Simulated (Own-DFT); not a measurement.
# Stretching a layer in its plane: wurtzite AlGaN with randomly placed atoms, 72 atoms (Al9Ga27N36)

Everything here is calculated. The program is Own-DFT (plane waves, in-house, since retired, never reviewed by a person); positions were held fixed, and spin and spin-orbit coupling were off.

All runs used: PBE; PseudoDojo norm-conserving scalar-relativistic files (stringent for Ga); cutoff 96 hartree; 4 x 4 x 3 k mesh centred on Gamma; Gaussian smearing of 0.01 eV.

Known weak points: forces on such cells passed a denser k mesh, each cell not checked; stress not checked against mesh or cutoff.

Unstrained cell vectors in Å: (9.509, 0.000, 0.000); (-4.755, 8.235, 0.000); (0.000, 0.000, 10.268). The unstrained cell has measured lattice constants (interpolated for alloys), not those of this functional. That, the random moves and any unrelaxed bonds set the pressure at no strain. Each run strains x and y alike by e, as a substrate would, and holds the height along z. Random moves of width 0.05 Å per axis were added to every atom. The random placing of the alloy's atoms differs from row to row. Stress is positive in tension.

| e (%) | u (Å) | (s_xx + s_yy)/2 (GPa) | s_zz (GPa) |
|---|---|---|---|
| -3.00 | 0.046 | -25.99 | -11.52 |
| -2.50 | 0.051 | -22.69 | -11.37 |
| -1.00 | 0.049 | -13.18 | -7.60 |
| -0.25 | 0.051 | -8.76 | -7.53 |
| 0.50 | 0.051 | -4.43 | -6.53 |
| 1.50 | 0.049 | 0.89 | -6.28 |
| 1.75 | 0.053 | 1.81 | -5.53 |
| 2.00 | 0.049 | 3.49 | -5.45 |
| 2.50 | 0.045 | ? | ? |
| 2.75 | 0.044 | 6.72 | -4.35 |

## Fit

With e as a fraction, the in-plane stress is -7.3 + 566 e - 1976 e² GPa (errors 3 and 168, scatter 0.15), and s_zz is -7.6 + 121 e GPa (slope ± 11, scatter 0.63). At e = 0 the first slope is C11 + C12 and the second 2 C13, both with the ions held to the strained lattice and at the cell's own pressure. The term in e² is negative: the layer stiffens under compression and softens under tension. A free layer would change its height as e changes, and the in-plane slope would drop by 2 C13²/C33 to the biaxial modulus. At fixed height, a misfit of 1 % moves the in-plane stress by about 5.7 GPa and s_zz by 1.2 GPa.

## Test on the hidden row

Q: what are the two stresses at e = 2.50 %?

From the fit: 5.7 and -4.6 GPa. DFT gave 5.50 and -3.94 GPa.
